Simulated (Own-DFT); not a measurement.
InAs (zincblende, strongly disordered by large displacements), GaP (zincblende, strongly disordered by large displacements) (calculated)

Computed with Own-DFT development build. A calculation, not a measurement: plane-wave PBE density functional theory by an unreviewed code, no spin, of a simulated periodic cell, stress positive in tension, free energy of the whole cell less one offset for each atom, forces on such cells passed a denser k mesh, this cell's mesh not checked; broken bonds can close the gap or carry spin, so checks made on this kind of crystal may not hold here; offsets are fitted by least squares, one for each functional and potential file, so energies compare only between cells with the same atoms and settings and are not formation energies; the far tail of each file's local potential was reset to the Coulomb form; each entry is a single point on an unrelaxed cell, so the pressure reflects the starting lattice, mostly measured values (interpolated for alloys), from which strain is counted, and rises with the displacements; printed positions are rounded, which can move forces by about a meV/angstrom; the program, named Own-DFT, is a retired in-house code; no spin-orbit coupling.

Settings shared by all entries: functional PBE; potential files PseudoDojo norm-conserving, scalar-relativistic, standard set; wave cutoff 42 hartree; occupations Fermi-Dirac; smearing width 0.1 eV; k mesh 3 x 3 x 3 centred on Gamma.

(1) InAs (zincblende, strongly disordered by large displacements)

```
cell vectors (Å)
  12.1166     0.0000     0.0000
   0.0000    12.1166     0.0000
   0.0000     0.0000    12.1166
atoms (fractions of the cell vectors)
In  0.01499  0.03158  0.02960
In  0.96727  0.28384  0.27892
In  0.28677  0.05069  0.29451
In  0.24471  0.21591  0.96745
As  0.12570  0.14774  0.15747
As  0.13667  0.34626  0.33300
As  0.38526  0.10787  0.42311
As  0.39157  0.39723  0.15931
In  0.01772  0.97904  0.55988
In  0.00405  0.24499  0.78564
In  0.22263  0.98237  0.72881
In  0.28212  0.22309  0.49684
As  0.10288  0.12444  0.64386
As  0.13921  0.37511  0.90714
As  0.41838  0.12905  0.87917
As  0.42747  0.36934  0.59080
In  0.96504  0.55013  0.01486
In  0.02577  0.75084  0.24718
In  0.24493  0.48536  0.24600
In  0.23366  0.77414  0.99999
As  0.09992  0.62265  0.12710
As  0.11395  0.91475  0.38659
As  0.32657  0.62595  0.38999
As  0.35408  0.93167  0.18975
In  0.02577  0.46807  0.49567
In  0.00894  0.71938  0.77400
In  0.23568  0.47314  0.77765
In  0.21729  0.73455  0.51459
As  0.13659  0.62726  0.63759
As  0.16793  0.89463  0.89413
As  0.39502  0.62904  0.89291
As  0.37035  0.90674  0.58266
In  0.50333  0.03059  0.00040
In  0.46841  0.23155  0.19722
In  0.76345  0.01493  0.21603
In  0.77073  0.25014  0.00963
As  0.61920  0.11421  0.12830
As  0.64875  0.37722  0.33580
As  0.87772  0.14617  0.36018
As  0.83490  0.36075  0.12664
In  0.48599  0.03111  0.54796
In  0.50724  0.29172  0.75633
In  0.71974  0.97393  0.74381
In  0.71809  0.25837  0.50467
As  0.64092  0.15578  0.62115
As  0.65201  0.40396  0.84901
As  0.86237  0.12177  0.88738
As  0.90391  0.35455  0.67175
In  0.46780  0.52043  0.00672
In  0.51154  0.76347  0.21401
In  0.75344  0.49714  0.19447
In  0.77764  0.71346  0.02919
As  0.65334  0.63466  0.12076
As  0.62655  0.85918  0.38923
As  0.87352  0.59895  0.39124
As  0.87785  0.87310  0.12599
In  0.47538  0.51316  0.50673
In  0.46051  0.75121  0.74775
In  0.75006  0.53899  0.75987
In  0.77164  0.79835  0.48987
As  0.63321  0.59281  0.64430
As  0.62360  0.88030  0.87863
As  0.85894  0.65995  0.84081
As  0.86008  0.91072  0.58281
```

```
hardware                          : one NVIDIA H200
free energy of cell above offsets : 34.704 eV
pressure                          : 15.81 GPa
stress xx                         : -15.41 GPa
stress yy                         : -17.19 GPa
stress zz                         : -14.82 GPa
stress yz                         : 2.23 GPa
stress xz                         : -1.12 GPa
stress xy                         : -1.25 GPa
wall time                         : 1205 s
```

Force:
```
element  x (eV/Å)  y (eV/Å)  z (eV/Å)
     In    -0.949    -1.332    -1.046
     In    -0.635     1.819     -3.38
     In    -9.936     2.206     -2.02
     In     0.834    -1.071     1.608
     As     1.115     0.746     0.093
     As     2.312    -0.168     3.585
     As     7.311     0.803    -3.004
     As     0.639     1.968    -2.513
     In     4.989     0.794    -3.026
     In     1.707    -1.585     2.737
     In     2.326      0.47    -1.169
     In    -6.857     7.764     4.816
     As     2.434     3.831      0.41
     As    -3.166    -0.412     2.144
     As    -4.377     3.965    -5.726
     As    -4.752    -6.729     3.473
     In    -2.426     -2.63    -2.162
     In      -2.4     2.604     3.516
     In    -1.461      3.14     0.422
     In     3.979    -6.603     5.993
     As     5.181    -0.502     -0.35
     As      0.75    -1.375    -0.695
     As     2.319    -0.606    -1.918
     As     4.328    -7.984     -8.17
     In    -0.656     0.037      0.59
     In     7.016       3.8    -2.908
     In     2.753     2.542    -3.056
     In      1.31     5.226    -3.321
     As     -2.19    -4.069     3.676
     As    -5.407      4.86    -3.475
     As    -5.711     4.445    -4.462
     As    -6.037    -8.064     3.164
     In     1.477    -6.056     2.763
     In     1.408    -2.379     2.261
     In     0.854    -0.628     3.032
     In    -4.764      -4.3    -5.636
     As     1.328      2.28     0.268
     As      -1.7    -0.443     1.327
     As    -2.933    -4.361     2.946
     As      8.55    -0.726      1.47
     In     10.85     2.429     2.784
     In     0.604    -1.399     0.958
     In     2.023     2.323    -2.193
     In     5.129     5.288    -6.457
     As    -3.869    -5.653     6.982
     As    -1.707    -2.813     4.197
     As      0.97    -1.967    -0.774
     As    -2.928      3.59    -4.096
     In     5.116    -5.473         5
     In    -0.883     0.909     1.753
     In    -1.609     4.485     6.667
     In     5.307     5.216    -4.707
     As    -9.246     -1.25     2.134
     As    -3.538     2.008    -2.751
     As     0.312     0.636    -0.674
     As     1.696     -0.39    -0.482
     In     3.067      7.18     -4.72
     In     1.904     1.591    -1.684
     In     4.708    -4.822     0.993
     In    -2.202    -9.091    -3.919
     As    -6.841     4.323    -6.889
     As    -2.134    -2.344     2.365
     As    -2.799     1.045     5.556
     As    -2.495     2.901     7.698
```

(2) InAs (zincblende, strongly disordered by large displacements)

```
cell vectors (Å)
  12.1166     0.0000     0.0000
   0.0000    12.1166     0.0000
   0.0000     0.0000    12.1166
atoms (fractions of the cell vectors)
In  0.99986  0.01267  0.97857
In  0.00858  0.23391  0.23449
In  0.21178  0.00749  0.22293
In  0.29306  0.31665  0.00361
As  0.12203  0.13848  0.13704
As  0.12230  0.39444  0.36494
As  0.34062  0.14345  0.35716
As  0.35662  0.38068  0.15616
In  0.00152  0.93108  0.50204
In  0.01371  0.21920  0.78293
In  0.26899  0.01320  0.71291
In  0.23010  0.25680  0.44428
As  0.10624  0.13989  0.63272
As  0.14606  0.36590  0.87107
As  0.40389  0.09837  0.84341
As  0.42093  0.40668  0.65443
In  0.04622  0.48832  0.02166
In  0.00385  0.78260  0.25475
In  0.24229  0.48897  0.26927
In  0.26197  0.70097  0.00469
As  0.05866  0.62532  0.16792
As  0.17306  0.86552  0.35339
As  0.37520  0.60328  0.38196
As  0.36710  0.88777  0.13450
In  0.00282  0.50809  0.51759
In  0.98585  0.72061  0.77759
In  0.19153  0.49461  0.75265
In  0.25456  0.71065  0.51985
As  0.11602  0.65494  0.62163
As  0.12336  0.83718  0.86067
As  0.42162  0.64573  0.85778
As  0.35144  0.83400  0.63111
In  0.47734  0.99927  0.97311
In  0.54671  0.25484  0.30372
In  0.71466  0.01001  0.26372
In  0.73456  0.24459  0.02871
As  0.59787  0.16661  0.11753
As  0.62673  0.38645  0.39636
As  0.87474  0.09283  0.37959
As  0.86395  0.38975  0.09967
In  0.53635  0.00012  0.49920
In  0.49697  0.25151  0.73453
In  0.75446  0.03872  0.75889
In  0.74470  0.22353  0.53696
As  0.58145  0.09219  0.66453
As  0.65083  0.33721  0.87909
As  0.88333  0.09655  0.86883
As  0.87671  0.35707  0.66822
In  0.46980  0.50807  0.96701
In  0.49634  0.75818  0.20224
In  0.74735  0.50883  0.25192
In  0.79703  0.77093  0.00258
As  0.63540  0.61275  0.11389
As  0.61520  0.84586  0.36040
As  0.86838  0.64072  0.35775
As  0.89809  0.88231  0.10277
In  0.51958  0.47802  0.51842
In  0.50290  0.72806  0.72155
In  0.74287  0.54354  0.74696
In  0.73690  0.81072  0.48927
As  0.57110  0.56654  0.69108
As  0.54768  0.87304  0.86461
As  0.90669  0.61279  0.92386
As  0.86062  0.86339  0.60608
```

```
hardware                          : one NVIDIA H200
free energy of cell above offsets : 25.378 eV
pressure                          : 13.71 GPa
stress xx                         : -12.66 GPa
stress yy                         : -13.48 GPa
stress zz                         : -14.98 GPa
stress yz                         : -0.33 GPa
stress xz                         : -0.67 GPa
stress xy                         : 0.37 GPa
wall time                         : 1159 s
```

Force:
```
element  x (eV/Å)  y (eV/Å)  z (eV/Å)
     In     5.159    -3.285     3.355
     In    -5.926     4.403     4.292
     In     3.473    -2.288     1.867
     In     -1.49    -3.857    -5.155
     As     1.763     0.341    -8.295
     As    -6.741    -1.812       2.6
     As     5.169    -3.863    -2.292
     As     5.138     1.079      3.65
     In     3.632     2.805    -2.749
     In    -0.527     2.341     0.472
     In    -1.697    -0.702    -0.047
     In    -1.959     1.169     5.035
     As     2.117    -1.871    -3.442
     As    -2.283     -3.84     3.353
     As    -3.628     4.675    -2.947
     As    -6.251    -0.215     2.966
     In    -0.071    -1.283    -0.492
     In    -1.213     2.949     1.862
     In     1.647     5.214    -2.395
     In    -0.928     0.997     0.218
     As     3.238     -3.35    -1.003
     As    -1.121    -1.678     2.846
     As     1.454     0.774     0.005
     As    -1.483      1.13    -1.828
     In    -1.376    -0.805    -0.671
     In    -0.921     0.916    -1.915
     In     2.937     4.592    -4.345
     In     3.452      0.45    -5.597
     As    -4.625    -2.725     3.357
     As      2.09     2.616     1.256
     As    -6.652     0.237     3.589
     As     1.748     3.151     0.409
     In     0.284     0.387     9.168
     In    -4.048    -4.698    -3.184
     In      0.65     0.609    -1.341
     In     5.368     0.933    -1.623
     As    -4.483    -4.225     3.045
     As     6.143     1.988     0.511
     As     0.349     0.883     0.486
     As     1.168     -0.47     1.364
     In    -2.145    -1.285    -2.592
     In     0.703     1.021     2.744
     In    -3.744    -3.433    -3.515
     In     0.603    -0.065    -0.574
     As     2.008     -0.76    -0.366
     As    -1.977     2.257    -2.692
     As    -1.022     4.384     1.848
     As    -0.228     1.182    -0.719
     In     2.823    -4.866     4.027
     In     1.059    -2.589     1.073
     In     0.396    -0.961     0.053
     In    -4.899    -3.496      -2.6
     As    -1.015     1.135    -1.495
     As     -4.01     1.338    -3.187
     As     0.608     0.317     1.822
     As     1.373     4.251     4.291
     In    -0.582     3.659    -3.989
     In     0.935     9.476      -4.7
     In     6.446    -1.824     2.563
     In     -0.05    -4.058    -0.608
     As    -0.719    -4.675    -2.093
     As     4.823    -3.554    -2.795
     As    -2.216    -1.527    -0.935
     As     1.274     0.401     8.054
```

(3) GaP (zincblende, strongly disordered by large displacements)

```
cell vectors (Å)
  10.9010     0.0000     0.0000
   0.0000    10.9010     0.0000
   0.0000     0.0000    10.9010
atoms (fractions of the cell vectors)
Ga  0.03235  0.97321  0.03410
Ga  0.99854  0.26649  0.23412
Ga  0.25244  0.97484  0.24755
Ga  0.24073  0.26263  0.98975
P   0.10817  0.12373  0.11571
P   0.13373  0.36672  0.36976
P   0.38662  0.11152  0.39193
P   0.40151  0.36691  0.12213
Ga  0.99298  0.00045  0.50530
Ga  0.96083  0.26835  0.75067
Ga  0.26245  0.02192  0.74720
Ga  0.25107  0.25200  0.51943
P   0.10242  0.12918  0.67480
P   0.07846  0.38464  0.87170
P   0.37465  0.12767  0.88225
P   0.36369  0.37294  0.62682
Ga  0.00889  0.52169  0.97182
Ga  0.99999  0.77859  0.21514
Ga  0.27023  0.51066  0.27922
Ga  0.25922  0.77675  0.99409
P   0.14276  0.63550  0.10818
P   0.13193  0.86869  0.36738
P   0.36754  0.63194  0.37653
P   0.36338  0.89067  0.12330
Ga  0.99374  0.48822  0.53426
Ga  0.00197  0.75516  0.74494
Ga  0.23697  0.51085  0.73891
Ga  0.23232  0.75951  0.50867
P   0.14562  0.63315  0.62479
P   0.15548  0.91585  0.91083
P   0.36423  0.60019  0.86498
P   0.38172  0.88585  0.63327
Ga  0.51411  0.99190  0.96394
Ga  0.52142  0.27498  0.23974
Ga  0.74741  0.99563  0.25383
Ga  0.75482  0.23196  0.98318
P   0.60822  0.13879  0.11653
P   0.59748  0.37729  0.38352
P   0.87133  0.10313  0.37565
P   0.87736  0.37123  0.14473
Ga  0.50847  0.92403  0.50631
Ga  0.52287  0.28665  0.76379
Ga  0.74940  0.98575  0.78164
Ga  0.79937  0.23819  0.53541
P   0.60861  0.17329  0.63056
P   0.66877  0.38205  0.87613
P   0.87240  0.14179  0.84970
P   0.87098  0.38423  0.62020
Ga  0.49440  0.50794  0.00658
Ga  0.47695  0.74657  0.22452
Ga  0.76708  0.52070  0.24841
Ga  0.73602  0.76187  0.99857
P   0.65577  0.64753  0.12895
P   0.63857  0.90071  0.38211
P   0.89067  0.61868  0.36047
P   0.86137  0.88584  0.14693
Ga  0.51191  0.50987  0.49691
Ga  0.48880  0.74548  0.73752
Ga  0.74826  0.52516  0.76416
Ga  0.73780  0.75598  0.53922
P   0.63771  0.63635  0.63574
P   0.63500  0.88054  0.88249
P   0.88762  0.62281  0.88251
P   0.87487  0.87032  0.62383
```

```
hardware                          : one NVIDIA H100
free energy of cell above offsets : 1.665 eV
pressure                          : 11.29 GPa
stress xx                         : -11.08 GPa
stress yy                         : -12.16 GPa
stress zz                         : -10.62 GPa
stress yz                         : 0.91 GPa
stress xz                         : 0.59 GPa
stress xy                         : 0.57 GPa
wall time                         : 562.1 s
```

Force:
```
element  x (eV/Å)  y (eV/Å)  z (eV/Å)
     Ga     -5.51    -0.217     1.001
     Ga     2.905    -3.413     3.092
     Ga    -1.185     4.863     2.806
     Ga    -0.287    -0.278     0.622
      P     2.617     3.477     2.448
      P    -0.141      0.53     1.412
      P    -0.447    -0.255    -0.508
      P    -4.393     1.928    -1.222
     Ga     1.719    -0.057     0.266
     Ga     3.102     1.531    -1.118
     Ga    -0.408     0.065     0.433
     Ga     -1.25     -2.55    -1.861
      P     0.331    -0.018     -3.37
      P     4.871    -3.083    -2.192
      P     1.364     1.629    -0.707
      P     1.971     2.451     1.722
     Ga     1.912     0.019     7.165
     Ga     3.058    -4.335     2.778
     Ga    -3.338    -4.101    -4.099
     Ga     0.738    -4.162     0.064
      P    -0.731    -0.128       0.7
      P    -2.399     0.357     1.011
      P     3.409     3.831     3.228
      P     4.769     -1.26    -2.802
     Ga     4.482     3.728    -5.243
     Ga     0.904    -0.019      0.95
     Ga     0.614    -3.854     1.267
     Ga     2.519     1.157    -1.831
      P    -4.502     0.141     0.107
      P     0.633    -1.363    -6.281
      P     1.575     2.911     1.403
      P    -3.995    -1.475     2.168
     Ga    -4.083     4.014      4.42
     Ga    -0.524    -2.915     1.548
     Ga    -1.763     3.944    -0.846
     Ga     0.098     0.478     2.946
      P     2.005    -2.388    -0.713
      P     4.408     0.239     0.365
      P     1.116     3.045     0.446
      P    -3.493     2.724    -4.368
     Ga    -0.742     4.545    -1.028
     Ga    -2.202     0.157     0.937
     Ga     2.969     3.707     -4.38
     Ga    -4.236    -4.404    -3.332
      P     2.037    -3.356    -2.071
      P    -2.927     1.333      1.52
      P    -1.418    -5.352     3.319
      P    -2.552     2.964     3.409
     Ga     2.136     0.292    -0.619
     Ga     1.321     0.018     0.985
     Ga    -1.615    -2.628     0.187
     Ga      3.69    -0.087    -0.063
      P    -4.194    -1.906     1.177
      P     1.128    -4.372    -0.732
      P     1.606     2.088     3.133
      P    -0.399    -0.087    -4.859
     Ga    -2.034     0.864     1.269
     Ga    -0.134     -1.06     2.009
     Ga     1.196    -0.706    -0.562
     Ga     2.617     2.154    -5.802
      P    -3.947    -3.158     1.072
      P    -1.455    -4.785    -1.948
      P     -4.03     5.187    -2.631
      P     0.515     1.403       1.8
```

(4) GaP (zincblende, strongly disordered by large displacements)

```
cell vectors (Å)
  10.9010     0.0000     0.0000
   0.0000    10.9010     0.0000
   0.0000     0.0000    10.9010
atoms (fractions of the cell vectors)
Ga  0.99964  0.01176  0.03348
Ga  0.03569  0.23227  0.26281
Ga  0.30156  0.01401  0.22980
Ga  0.22460  0.25220  0.02583
P   0.18061  0.12596  0.13547
P   0.11827  0.35696  0.34956
P   0.35844  0.16022  0.35728
P   0.38272  0.38844  0.15129
Ga  0.00126  0.94897  0.52309
Ga  0.99961  0.25276  0.71320
Ga  0.27164  0.96977  0.75404
Ga  0.22810  0.25773  0.53535
P   0.13810  0.11528  0.57935
P   0.07666  0.42220  0.89602
P   0.36148  0.16595  0.89686
P   0.32412  0.37242  0.62206
Ga  0.98118  0.48500  0.02575
Ga  0.00301  0.67503  0.26909
Ga  0.25041  0.48974  0.24221
Ga  0.26445  0.71526  0.99983
P   0.09648  0.58363  0.14756
P   0.06452  0.84369  0.40372
P   0.36966  0.69203  0.31371
P   0.36711  0.85507  0.12888
Ga  0.03373  0.51179  0.50692
Ga  0.98643  0.74142  0.75059
Ga  0.26384  0.49627  0.72395
Ga  0.19822  0.75323  0.46565
P   0.06354  0.65570  0.60930
P   0.18407  0.86395  0.90552
P   0.34355  0.62181  0.81748
P   0.41358  0.84909  0.69945
Ga  0.47886  0.00152  0.98578
Ga  0.50307  0.23534  0.30025
Ga  0.78793  0.00825  0.25714
Ga  0.73576  0.29900  0.99569
P   0.56682  0.11308  0.09037
P   0.66357  0.38413  0.39273
P   0.94238  0.10439  0.37109
P   0.86398  0.33468  0.13320
Ga  0.50811  0.07053  0.47010
Ga  0.44713  0.24915  0.67919
Ga  0.78660  0.98657  0.77857
Ga  0.73216  0.26069  0.48699
P   0.60605  0.12469  0.60189
P   0.60166  0.36846  0.87333
P   0.84720  0.15493  0.86016
P   0.90922  0.38063  0.63993
Ga  0.48953  0.46443  0.96339
Ga  0.48833  0.78246  0.22721
Ga  0.74683  0.46858  0.26692
Ga  0.77606  0.77972  0.98747
P   0.62635  0.64203  0.12620
P   0.67807  0.88970  0.31855
P   0.84492  0.64245  0.32722
P   0.87789  0.89317  0.06518
Ga  0.51303  0.48254  0.46623
Ga  0.50521  0.71311  0.74346
Ga  0.72648  0.46576  0.71624
Ga  0.78504  0.70775  0.47568
P   0.63607  0.64810  0.65489
P   0.63171  0.88281  0.87567
P   0.82463  0.59516  0.86440
P   0.87014  0.84515  0.62363
```

```
hardware                          : one NVIDIA H100
free energy of cell above offsets : 51.439 eV
pressure                          : 23.27 GPa
stress xx                         : -23.75 GPa
stress yy                         : -25.55 GPa
stress zz                         : -20.52 GPa
stress yz                         : -1.48 GPa
stress xz                         : 2.49 GPa
stress xy                         : -0.12 GPa
wall time                         : 660.2 s
```

Force:
```
element  x (eV/Å)  y (eV/Å)  z (eV/Å)
     Ga     7.025     5.597    -2.636
     Ga    -3.298    -4.661    -5.954
     Ga     0.739    -1.793     1.485
     Ga     2.219     8.385    -5.921
      P    -7.031    -4.898     3.387
      P     4.888     7.837     6.501
      P    -7.573    -3.491     4.851
      P     2.614    -2.351    -2.709
     Ga    -2.264     7.892     4.923
     Ga     4.179    -7.216     5.128
     Ga    -1.084     2.673     0.266
     Ga    -1.446     0.397    -8.108
      P     -4.61    -7.379     4.602
      P     6.882    -5.219     -7.73
      P     1.014    -1.279    -2.666
      P     5.336     2.843    -3.473
     Ga    -7.093     2.113     4.071
     Ga     4.985     5.724     1.237
     Ga    -0.612     1.648     1.936
     Ga    -0.094    -2.431      1.18
      P     4.828     0.153    -4.017
      P    -1.756    -0.866    -11.95
      P    -7.576    -6.432     6.731
      P    -5.611     3.531    -6.427
     Ga    -1.813    -5.967    -3.772
     Ga    -1.266     0.966     6.793
     Ga    -7.812     1.904     2.642
     Ga      8.36    -4.557      2.95
      P     5.502     0.825    -0.658
      P    -4.465     2.387    -0.998
      P     2.904     3.153     5.927
      P    -4.521     8.394    -5.231
     Ga    -3.482    -4.731    -4.386
     Ga     7.879     4.918    -6.081
     Ga     5.147     5.609    -3.732
     Ga    -0.753    -2.904    -0.814
      P     5.049     6.251     5.963
      P    -6.739     0.956     -0.71
      P    -3.717    -1.621     1.879
      P     1.861     1.131     2.663
     Ga    -4.065    -4.853    -6.037
     Ga      4.11    -3.963     3.999
     Ga    -1.237     -1.34    -1.404
     Ga     6.127    -7.935     6.404
      P     5.381      2.79     7.321
      P     4.093    -4.354    -7.148
      P      2.52      1.31     0.548
      P    -5.784     6.463    -5.603
     Ga    -6.237     6.253     5.837
     Ga     14.82     0.232     1.177
     Ga     3.862     4.591    -8.074
     Ga    -6.181    -7.873    -3.669
      P     0.197    -0.914    -0.777
      P    -7.166    -5.909     4.375
      P     -5.15     -5.26    -3.653
      P     0.279     0.593     7.345
     Ga    -3.317     3.245     1.509
     Ga    -0.304    -2.956     6.919
     Ga     0.058     0.163     0.834
     Ga    -4.399     4.371     8.056
      P     8.085    -4.916    -7.153
      P    -1.637    -0.411    -0.546
      P     2.125     1.579      1.31
      P    -2.977     1.599     1.287
```
